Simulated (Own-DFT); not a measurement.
# Point defects and the pressure they add: 4H SiC

No measurement is shown. These are fixed-geometry runs of a retired plane-wave code named Own-DFT, which no person has reviewed; spin and spin-orbit coupling are neglected.

Method: PBE; PseudoDojo norm-conserving scalar-relativistic files; cutoff 42 hartree; 4 x 4 x 3 k mesh centred on Gamma; Fermi-Dirac smearing of 0.1 eV.

Keep in mind (not all hold for every row): not probed for a lower state with spin; forces on such cells failed a check on a denser k mesh; forces on such cells passed a denser k mesh, each cell not checked; stress not checked against mesh or cutoff.

All runs share one cell, with vectors in Å (9.248, 0.000, 0.000); (-4.624, 8.009, 0.000); (0.000, 0.000, 10.068) and a volume of 745.7 Å³. u is the rms random offset of the atoms per axis. The defect's site can differ from row to row.

```
                                     cell    formula   u (Å)  P (GPa)
                                no defect    C36Si36  0.0279     3.62
                                no defect    C36Si36  0.0297     3.73
                                no defect    C36Si36  0.0570     6.08
                   two N on a C site each  C34N2Si36  0.0270     2.45
                   two N on a C site each  C34N2Si36  0.0321     2.76
                   two N on a C site each  C34N2Si36  0.0475     4.16
                            one C vacancy    C35Si36  0.0323     3.74
                            one C vacancy    C35Si36  0.0487     4.85
                            one C vacancy    C35Si36  0.0511     5.32
one C on a Si site and one Si on a C site    C36Si36  0.0300     7.49
one C on a Si site and one Si on a C site    C36Si36  0.0310     7.10
one C on a Si site and one Si on a C site    C36Si36  0.0505     8.64
one C on a Si site and one Si on a C site    C36Si36  0.0512        ?
```

## Worked fit

P = P0 + c u² + a shift for each defect gives P0 = 2.88 GPa, c = 973 ± 58 GPa/Å² and a scatter of 0.17 GPa. The shifts, and each times the cell's volume:

- one C on a Si site and one Si on a C site: 3.43 ± 0.14 GPa, 15.9 eV
- one C vacancy: -0.20 ± 0.14 GPa, -0.9 eV (not resolved)
- two N on a C site each: -1.07 ± 0.14 GPa, -5.0 eV (-2.5 eV for each of its 2 sites)

A positive shift means that the defect pushes the cell outwards. Shift times volume (160.2 GPa Å³ is 1 eV) depends little on the cell's size, so, taken for each site, it can be compared between cells at like pressure. The atoms around the defects weren't relaxed, which would change these numbers.

## Withheld run

The question: what pressure belongs in the blank (one C on a Si site and one Si on a C site, u = 0.0512 Å)?

The fitted form gives 8.86 ± 0.21 GPa. The calculation gave 8.75 GPa.
